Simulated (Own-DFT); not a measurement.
# Computed records: SiSnGe₆ (diamond-structure random alloy, strained, atoms displaced)

A calculation, not a measurement: plane-wave density functional theory by an unreviewed code, no spin, of a simulated periodic cell, stress positive in tension, run twice, with PBE and with PBEsol, both on files made for PBE, so the change isn't that of files made for PBEsol, forces on such cells moved up to 12 meV/angstrom on a denser k mesh; the far tail of each file's local potential was reset to the Coulomb form; each entry is a single point on an unrelaxed cell, so the pressure reflects the starting lattice, mostly measured values (interpolated for alloys), from which strain is counted, and rises with the displacements; printed positions are rounded, which can move forces by about a meV/angstrom; the program, named Own-DFT, is a retired in-house code; no spin-orbit coupling; stress was not checked against mesh or cutoff. Program: Own-DFT development build.

Common to all runs: functional PBE, then PBEsol; potential files PseudoDojo norm-conserving, scalar-relativistic, standard set; wave cutoff 49 hartree; occupations Fermi-Dirac; smearing width 0.1 eV; k mesh 3 x 3 x 3 centred on Gamma.

(1) SiSnGe₆ (diamond-structure random alloy, strained, atoms displaced)

```
cell vectors (Å)
  11.2663     0.0000     0.0000
   0.0000    11.2663     0.0000
   0.0000     0.0000    11.4670
atoms (fractions of the cell vectors)
Ge  0.00639  0.00006  0.00272
Ge  0.00620  0.25045  0.25072
Sn  0.25178  0.99906  0.24582
Ge  0.25012  0.24901  0.00135
Ge  0.11813  0.12596  0.12377
Sn  0.12666  0.37785  0.37653
Ge  0.37927  0.12768  0.37563
Ge  0.37885  0.38086  0.12027
Ge  0.99222  0.00138  0.50271
Si  0.00647  0.25039  0.75068
Ge  0.24903  0.00756  0.74523
Ge  0.25274  0.24561  0.49536
Ge  0.12735  0.12164  0.62719
Ge  0.12268  0.37613  0.87843
Ge  0.37169  0.12537  0.87310
Ge  0.37802  0.37746  0.62235
Si  0.99334  0.50045  0.99743
Si  0.00180  0.76131  0.24909
Ge  0.24335  0.50754  0.24737
Ge  0.25493  0.74701  0.99869
Ge  0.12492  0.61872  0.12964
Si  0.12526  0.86416  0.37290
Ge  0.37136  0.61954  0.36914
Sn  0.37863  0.87377  0.12617
Ge  0.00128  0.49846  0.50076
Ge  0.99808  0.74824  0.74591
Sn  0.24982  0.50062  0.74755
Ge  0.25010  0.74767  0.49724
Ge  0.12363  0.62974  0.62447
Ge  0.13462  0.87493  0.87640
Ge  0.37002  0.62518  0.87001
Sn  0.37733  0.88018  0.62284
Ge  0.49976  0.99191  0.99687
Ge  0.50954  0.24789  0.25196
Ge  0.74966  0.00051  0.25389
Ge  0.75066  0.25376  0.00389
Si  0.62458  0.12398  0.12079
Sn  0.62404  0.37574  0.37468
Ge  0.88433  0.12371  0.37690
Ge  0.87458  0.36728  0.12840
Ge  0.49378  0.99672  0.50290
Ge  0.50750  0.25319  0.74821
Ge  0.74984  0.99341  0.75539
Ge  0.74791  0.25329  0.49609
Sn  0.62448  0.12527  0.62191
Ge  0.62052  0.37908  0.87709
Ge  0.87624  0.12372  0.86288
Ge  0.87680  0.37666  0.62631
Ge  0.50333  0.50363  0.99892
Ge  0.50678  0.74775  0.24521
Ge  0.74968  0.50048  0.24509
Sn  0.75381  0.74094  0.99994
Si  0.62288  0.62215  0.11853
Si  0.62939  0.87033  0.38033
Ge  0.87582  0.62854  0.36900
Ge  0.87369  0.86964  0.12050
Ge  0.50022  0.50099  0.49148
Ge  0.48860  0.75429  0.74980
Ge  0.75628  0.50129  0.75414
Ge  0.75271  0.75212  0.49145
Ge  0.61912  0.62920  0.62531
Ge  0.61948  0.86581  0.88381
Ge  0.87415  0.62304  0.86687
Si  0.87106  0.87431  0.62304
```

- PBE pressure: 7.84 GPa
- PBE stress xx: -8.14 GPa
- PBE stress yy: -8.34 GPa
- PBE stress zz: -7.05 GPa
- PBE stress yz: -0.42 GPa
- PBE stress xz: -0.14 GPa
- PBE stress xy: 0.24 GPa
- PBEsol pressure: 4.87 GPa
- PBEsol stress xx: -5.17 GPa
- PBEsol stress yy: -5.35 GPa
- PBEsol stress zz: -4.07 GPa
- PBEsol stress yz: -0.39 GPa
- PBEsol stress xz: -0.13 GPa
- PBEsol stress xy: 0.22 GPa
- rms change of force components from PBE to PBEsol: 0.044 eV/Å

Force:
| force element | PBE force x (eV/Å) | PBE force y (eV/Å) | PBE force z (eV/Å) | PBEsol force x (eV/Å) | PBEsol force y (eV/Å) | PBEsol force z (eV/Å) |
| --- | --- | --- | --- | --- | --- | --- |
| Ge | -1.069 | -0.328 | -1.1 | -1.025 | -0.315 | -1.059 |
| Ge | -1.281 | -0.858 | -0.683 | -1.249 | -0.841 | -0.67 |
| Sn | -2.251 | 1.557 | 2.479 | -2.154 | 1.553 | 2.375 |
| Ge | -0.092 | 0.244 | 0.076 | -0.093 | 0.237 | 0.065 |
| Ge | 0.362 | 0.813 | -0.427 | 0.352 | 0.786 | -0.417 |
| Sn | 0.455 | -0.248 | -0.115 | 0.438 | -0.243 | -0.117 |
| Ge | 0.582 | 0.053 | 0.077 | 0.56 | 0.055 | 0.086 |
| Ge | -0.359 | -0.576 | 0.853 | -0.352 | -0.555 | 0.817 |
| Ge | 1.345 | -1.345 | 0.283 | 1.305 | -1.232 | 0.26 |
| Si | -0.368 | 0.14 | -0.373 | -0.356 | 0.137 | -0.366 |
| Ge | -0.36 | -0.268 | 1.513 | -0.348 | -0.255 | 1.466 |
| Ge | 0.783 | -0.413 | 1.628 | 0.774 | -0.402 | 1.577 |
| Ge | -0.992 | 1.04 | -0.771 | -0.924 | 0.973 | -0.77 |
| Ge | -0.879 | -0.698 | 0.706 | -0.79 | -0.682 | 0.682 |
| Ge | 0.791 | 0.277 | 0.064 | 0.755 | 0.259 | 0.058 |
| Ge | 0.776 | -1.169 | -0.97 | 0.755 | -1.134 | -0.945 |
| Si | 0.304 | -0.327 | 0.506 | 0.301 | -0.322 | 0.495 |
| Si | -0.092 | -1.293 | -0.212 | -0.149 | -1.312 | -0.267 |
| Ge | 1.951 | -0.85 | -0.591 | 1.893 | -0.805 | -0.571 |
| Ge | -1.201 | -1.051 | -0.244 | -1.153 | -1.012 | -0.253 |
| Ge | -1.645 | 1.67 | -1.54 | -1.524 | 1.608 | -1.474 |
| Si | -0.722 | 0.827 | 0.952 | -0.65 | 0.85 | 0.991 |
| Ge | 0.567 | 0.979 | 0.097 | 0.543 | 0.939 | 0.096 |
| Sn | 1.075 | -1.789 | -1.359 | 1.05 | -1.748 | -1.342 |
| Ge | -1.402 | 1.674 | 0.927 | -1.358 | 1.625 | 0.906 |
| Ge | 0.111 | 1.138 | 0.125 | 0.139 | 1.057 | 0.141 |
| Sn | -0.762 | -0.709 | -0.3 | -0.733 | -0.678 | -0.291 |
| Ge | -0.623 | -0.534 | -0.761 | -0.577 | -0.557 | -0.702 |
| Ge | -0.685 | 0.266 | -1.107 | -0.665 | 0.253 | -1.072 |
| Ge | -0.766 | 0.013 | -0.397 | -0.736 | 0.017 | -0.374 |
| Ge | 1.569 | 0.753 | 1.566 | 1.52 | 0.749 | 1.519 |
| Sn | -2.243 | -0.952 | 0.424 | -2.178 | -0.924 | 0.421 |
| Ge | 0.874 | 2.434 | -0.656 | 0.825 | 2.312 | -0.665 |
| Ge | -1.725 | -1.176 | -2.121 | -1.702 | -1.109 | -2.009 |
| Ge | -0.238 | -0.146 | -0.38 | -0.174 | -0.141 | -0.366 |
| Ge | -0.423 | -0.995 | -0.899 | -0.384 | -0.92 | -0.885 |
| Si | 0.185 | -0.365 | 0.131 | 0.182 | -0.354 | 0.129 |
| Sn | 0.929 | 0.681 | -0.538 | 0.9 | 0.655 | -0.524 |
| Ge | -1.151 | 0.718 | -0.608 | -1.113 | 0.691 | -0.583 |
| Ge | 0.524 | 1.11 | -0.295 | 0.473 | 1.05 | -0.262 |
| Ge | 2.043 | 0.989 | -3.481 | 1.956 | 0.999 | -3.348 |
| Ge | -1.805 | 0.836 | 1.138 | -1.753 | 0.821 | 1.098 |
| Ge | -0.021 | -1.01 | -0.122 | -0.04 | -0.94 | -0.089 |
| Ge | 2.707 | -0.556 | 0.581 | 2.622 | -0.539 | 0.568 |
| Sn | 0.874 | -0.868 | 0.251 | 0.838 | -0.835 | 0.246 |
| Ge | 1.045 | -0.211 | -0.059 | 1.014 | -0.2 | -0.055 |
| Ge | 0.497 | 0.388 | 1.304 | 0.446 | 0.335 | 1.288 |
| Ge | 0.146 | -0.671 | 0.158 | 0.116 | -0.613 | 0.122 |
| Ge | -0.683 | 0.427 | -0.358 | -0.696 | 0.363 | -0.387 |
| Ge | 1.139 | -1.058 | 1.641 | 1.04 | -1.018 | 1.588 |
| Ge | 0.507 | 0.957 | -0.886 | 0.521 | 0.889 | -0.826 |
| Sn | -0.409 | -0.182 | -0.085 | -0.36 | -0.122 | -0.136 |
| Si | -0.345 | -0.901 | 1.676 | -0.346 | -0.89 | 1.647 |
| Si | -0.909 | 0.837 | -0.869 | -0.887 | 0.816 | -0.85 |
| Ge | 0.661 | -0.127 | -0.275 | 0.601 | -0.15 | -0.234 |
| Ge | 1.31 | 1.865 | 1.636 | 1.25 | 1.834 | 1.556 |
| Ge | -1.324 | 1.268 | 1.89 | -1.295 | 1.226 | 1.836 |
| Ge | 1.949 | -1.452 | 1.335 | 1.894 | -1.416 | 1.303 |
| Ge | -1.523 | -0.616 | -1.081 | -1.467 | -0.59 | -1.04 |
| Ge | -0.031 | -0.306 | 1.302 | -0.019 | -0.359 | 1.261 |
| Ge | 0.618 | -0.111 | -0.115 | 0.591 | -0.109 | -0.117 |
| Ge | -0.145 | 0.882 | -1.89 | -0.156 | 0.87 | -1.834 |
| Ge | 1.873 | -0.555 | 0.075 | 1.778 | -0.518 | 0.034 |
| Si | -0.026 | -0.121 | 0.276 | -0.027 | -0.117 | 0.27 |

(2) SiSnGe₆ (diamond-structure random alloy, strained, atoms displaced)

```
cell vectors (Å)
  11.2663     0.0000     0.0000
   0.0000    11.2663     0.0000
   0.0000     0.0000    11.4670
atoms (fractions of the cell vectors)
Ge  0.00164  0.00289  0.99846
Ge  0.99776  0.25461  0.24722
Ge  0.24961  0.00383  0.24591
Si  0.25211  0.24866  0.00590
Si  0.12718  0.12967  0.11949
Ge  0.12276  0.37043  0.38084
Ge  0.37317  0.12440  0.37364
Ge  0.37086  0.36947  0.12625
Ge  0.99643  0.00322  0.50984
Ge  0.99033  0.25354  0.75005
Ge  0.24552  0.99414  0.75393
Ge  0.25188  0.25144  0.49601
Ge  0.13374  0.12094  0.62897
Si  0.12846  0.37006  0.87522
Ge  0.37404  0.12627  0.87291
Ge  0.37227  0.37353  0.62148
Si  0.99614  0.50007  0.99322
Ge  0.98527  0.75154  0.25913
Ge  0.24862  0.50348  0.24891
Sn  0.24711  0.73958  0.00022
Ge  0.13110  0.62891  0.12382
Si  0.12507  0.88128  0.36972
Ge  0.37162  0.63000  0.37214
Ge  0.37502  0.86809  0.12406
Ge  0.00177  0.50474  0.49606
Si  0.99750  0.74819  0.74659
Sn  0.25274  0.50301  0.74509
Ge  0.24356  0.74882  0.49981
Sn  0.12268  0.63636  0.62369
Si  0.12082  0.87178  0.87603
Sn  0.37563  0.62087  0.87072
Ge  0.37454  0.86999  0.62326
Ge  0.49872  0.99601  0.99760
Ge  0.49809  0.25385  0.24906
Ge  0.75273  0.98867  0.24632
Ge  0.75402  0.25336  0.99920
Sn  0.62080  0.13222  0.12979
Ge  0.62347  0.37315  0.36895
Ge  0.87331  0.12298  0.37540
Sn  0.87101  0.37370  0.11093
Ge  0.49398  0.00583  0.50100
Ge  0.49052  0.24734  0.74377
Ge  0.75400  0.00405  0.74538
Ge  0.74624  0.24739  0.50245
Sn  0.61976  0.12927  0.62939
Ge  0.62368  0.37546  0.87028
Ge  0.87233  0.11723  0.88049
Ge  0.87364  0.36778  0.62757
Ge  0.49810  0.49447  0.99270
Sn  0.50206  0.75449  0.25859
Ge  0.73812  0.50172  0.24969
Ge  0.75663  0.73878  0.00615
Ge  0.62897  0.62777  0.12235
Ge  0.62681  0.88134  0.36889
Si  0.87282  0.62462  0.37176
Ge  0.87632  0.87359  0.12100
Ge  0.49942  0.50498  0.49195
Ge  0.49658  0.74489  0.75520
Ge  0.74704  0.49717  0.74938
Ge  0.75715  0.75214  0.49827
Ge  0.63257  0.61828  0.63070
Ge  0.62424  0.87336  0.87115
Ge  0.87584  0.62406  0.86914
Ge  0.87579  0.87677  0.62968
```

* PBE pressure: 8.16 GPa
* PBE stress xx: -8.66 GPa
* PBE stress yy: -8.43 GPa
* PBE stress zz: -7.38 GPa
* PBE stress yz: 0.38 GPa
* PBE stress xz: 0.14 GPa
* PBE stress xy: -0.62 GPa
* PBEsol pressure: 5.18 GPa
* PBEsol stress xx: -5.69 GPa
* PBEsol stress yy: -5.46 GPa
* PBEsol stress zz: -4.4 GPa
* PBEsol stress yz: 0.36 GPa
* PBEsol stress xz: 0.15 GPa
* PBEsol stress xy: -0.61 GPa
* rms change of force components from PBE to PBEsol: 0.048 eV/Å

Force:
| force element | PBE force x (eV/Å) | PBE force y (eV/Å) | PBE force z (eV/Å) | PBEsol force x (eV/Å) | PBEsol force y (eV/Å) | PBEsol force z (eV/Å) |
| --- | --- | --- | --- | --- | --- | --- |
| Ge | 0.76 | -0.505 | 0.373 | 0.657 | -0.486 | 0.355 |
| Ge | 0.872 | -1.291 | 0.546 | 0.821 | -1.231 | 0.562 |
| Ge | -0.378 | -0.305 | -0.446 | -0.302 | -0.294 | -0.425 |
| Si | -0.608 | -0.093 | -1.161 | -0.506 | -0.076 | -1.146 |
| Si | -0.245 | -0.093 | 0.628 | -0.29 | -0.137 | 0.664 |
| Ge | 0.043 | 0.739 | -0.974 | 0.044 | 0.721 | -0.94 |
| Ge | -0.032 | 0.379 | -0.319 | -0.028 | 0.372 | -0.303 |
| Ge | 0.113 | 0.933 | -0.218 | 0.155 | 0.937 | -0.168 |
| Ge | 1.022 | -0.153 | -1.075 | 0.962 | -0.127 | -1.009 |
| Ge | 1.788 | -1.289 | 1.076 | 1.692 | -1.268 | 1.011 |
| Ge | 0.504 | -0.301 | 0.228 | 0.521 | -0.243 | 0.174 |
| Ge | -0.141 | -0.726 | 0.567 | -0.134 | -0.701 | 0.553 |
| Ge | -1.016 | 0.948 | -0.224 | -0.994 | 0.902 | -0.224 |
| Si | -1.024 | -0.172 | 0.94 | -1.006 | -0.167 | 0.853 |
| Ge | -0.558 | -0.372 | 0.714 | -0.503 | -0.394 | 0.653 |
| Ge | 1.239 | -0.277 | -1.532 | 1.203 | -0.277 | -1.486 |
| Si | 2.294 | 0.879 | -0.842 | 2.212 | 0.899 | -0.801 |
| Ge | 1.928 | 0.311 | -0.78 | 1.871 | 0.332 | -0.826 |
| Ge | -0.159 | -0.797 | 0.325 | -0.148 | -0.76 | 0.309 |
| Sn | -0.249 | 3.342 | -0.452 | -0.204 | 3.214 | -0.385 |
| Ge | -3.998 | -2.313 | 2.35 | -3.834 | -2.239 | 2.3 |
| Si | -0.655 | -0.235 | 0.776 | -0.637 | -0.236 | 0.762 |
| Ge | -1.189 | -1.276 | 1.289 | -1.149 | -1.245 | 1.256 |
| Ge | -0.283 | 2.086 | -0.198 | -0.264 | 2.03 | -0.191 |
| Ge | -1.538 | -1.015 | -0.407 | -1.448 | -1.017 | -0.369 |
| Si | -1.158 | 1.987 | 2.034 | -1.178 | 1.919 | 1.96 |
| Sn | -2.086 | -3.496 | -0.572 | -1.989 | -3.37 | -0.6 |
| Ge | 1.652 | 2.438 | -2.507 | 1.639 | 2.337 | -2.398 |
| Sn | -1.585 | -0.759 | -0.368 | -1.477 | -0.788 | -0.425 |
| Si | -0.935 | 0.275 | -0.844 | -0.885 | 0.305 | -0.796 |
| Sn | 2.266 | 0.172 | 1.371 | 2.22 | 0.17 | 1.332 |
| Ge | -0.065 | 0.157 | 0.153 | -0.072 | 0.15 | 0.149 |
| Ge | -0.446 | -0.176 | -0.38 | -0.435 | -0.174 | -0.372 |
| Ge | -1.573 | 0.691 | 1.561 | -1.521 | 0.676 | 1.514 |
| Ge | 0.62 | 1.124 | 0.299 | 0.59 | 1.082 | 0.302 |
| Ge | -2.347 | -2.107 | -3.089 | -2.28 | -2.049 | -2.997 |
| Sn | 1.036 | -1.553 | -1.083 | 1.006 | -1.508 | -1.055 |
| Ge | -0.102 | 0.203 | 1.097 | -0.109 | 0.207 | 1.049 |
| Ge | 0.108 | -0.124 | -0.186 | 0.102 | -0.12 | -0.169 |
| Sn | 1.258 | 2.362 | 2.631 | 1.172 | 2.24 | 2.597 |
| Ge | -0.195 | -1.509 | -0.883 | -0.196 | -1.456 | -0.861 |
| Ge | -0.848 | 1.867 | 1.925 | -0.825 | 1.809 | 1.865 |
| Ge | 0.079 | -1.296 | 1.444 | 0.083 | -1.261 | 1.408 |
| Ge | 0.987 | 1.134 | -1.647 | 0.96 | 1.1 | -1.593 |
| Sn | 0.467 | -0.942 | -0.578 | 0.454 | -0.909 | -0.569 |
| Ge | -0.172 | -0.868 | 0.048 | -0.162 | -0.823 | 0.05 |
| Ge | 0.001 | 0.986 | -0.673 | 0 | 0.962 | -0.658 |
| Ge | -0.311 | 1.469 | -1.149 | -0.307 | 1.409 | -1.096 |
| Ge | 1.236 | -0.771 | 2.072 | 1.206 | -0.748 | 1.996 |
| Sn | 0.11 | -0.746 | -1.54 | 0.1 | -0.719 | -1.506 |
| Ge | 1.139 | 0.38 | 0.266 | 1.056 | 0.343 | 0.225 |
| Ge | -0.124 | 1.271 | -1.456 | -0.127 | 1.229 | -1.401 |
| Ge | -1.074 | -1.184 | -0.284 | -1.014 | -1.154 | -0.267 |
| Ge | 1.049 | 0.894 | 2.825 | 1.028 | 0.862 | 2.72 |
| Si | -0.682 | -0.822 | 0.505 | -0.669 | -0.801 | 0.493 |
| Ge | 0.354 | -0.158 | -0.076 | 0.328 | -0.165 | -0.054 |
| Ge | 0.22 | -0.501 | 0.763 | 0.212 | -0.495 | 0.738 |
| Ge | 2.138 | 1.665 | -2.248 | 2.077 | 1.619 | -2.173 |
| Ge | 0.933 | -0.513 | 0.28 | 0.889 | -0.494 | 0.27 |
| Ge | -0.638 | -0.227 | 0.107 | -0.64 | -0.183 | 0.138 |
| Ge | -1.074 | 1.257 | -1.321 | -1.041 | 1.207 | -1.269 |
| Ge | 0.752 | -0.195 | 0.416 | 0.708 | -0.188 | 0.403 |
| Ge | 0.324 | -0.207 | 0.087 | 0.243 | -0.208 | 0.094 |
| Ge | 0.199 | -0.586 | -0.184 | 0.163 | -0.519 | -0.22 |
